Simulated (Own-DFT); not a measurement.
# Which arrangement is lower? As32Ga32, 64 atoms

All numbers below are calculated, not measured. They come from Own-DFT, an in-house plane-wave density functional program, since retired, whose code no person has reviewed. Each row is one single-point run on a periodic cell that was not relaxed, without spin or spin-orbit coupling.

Settings of every run: PBE; PseudoDojo norm-conserving scalar-relativistic files; cutoff 42 hartree; 3 x 3 x 3 k mesh centred on Gamma; Fermi-Dirac smearing of 0.1 eV.

Known limits, some of them of some rows only: not probed for a lower state with spin; forces on such cells failed a check on a denser k mesh; forces not confirmed at this smearing and k mesh; stress not checked against mesh or cutoff.

All cells hold the same atoms in the same cell, with vectors in Å (11.307, 0.000, 0.000); (0.000, 11.307, 0.000); (0.000, 0.000, 11.307). Every atom was moved at random from its ideal site; u is the rms move along one axis. The defect's site can differ from row to row. E is the free energy of the cell above the lowest run. The arrangements:

- A: zincblende GaAs
- B: zincblende GaAs, with one As on a Ga site and one Ga on an As site, 2.4 Å apart

| arrangement | u (Å) | E (eV) | P (GPa) |
|---|---|---|---|
| A | 0.0184 | 0.000 | 3.51 |
| A | 0.0198 | 0.014 | 3.51 |
| A | 0.0207 | 0.045 | 3.51 |
| A | 0.0495 | 2.053 | 3.97 |
| A | 0.0497 | 2.092 | 3.93 |
| A | 0.0510 | 2.235 | 3.98 |
| B | 0.0283 | 2.969 | 3.90 |
| B | 0.0286 | 2.934 | 3.90 |
| B | 0.0310 | 3.113 | 3.93 |
| B | 0.0464 | 4.343 | 4.19 |
| B | 0.0493 | 4.688 | 4.26 |
| B | 0.0505 | 5.017 | 4.35 |

Question: once the cost of the random moves is taken out, how do the arrangements rank?

## Worked answer

Fit E = a + b u², with one b for all and one a for each arrangement, and with residuals divided by u², since the noise grows with the moves. Then b = 1026 eV/Å², the scatter at u = 0.04 Å is 0.09 eV, and against A:

- B: 2.51 ± 0.03 eV (higher)

These are energies of unrelaxed cells. Relaxing the atoms lowers the strained arrangements most, so the gaps would shrink and small ones could change sign.
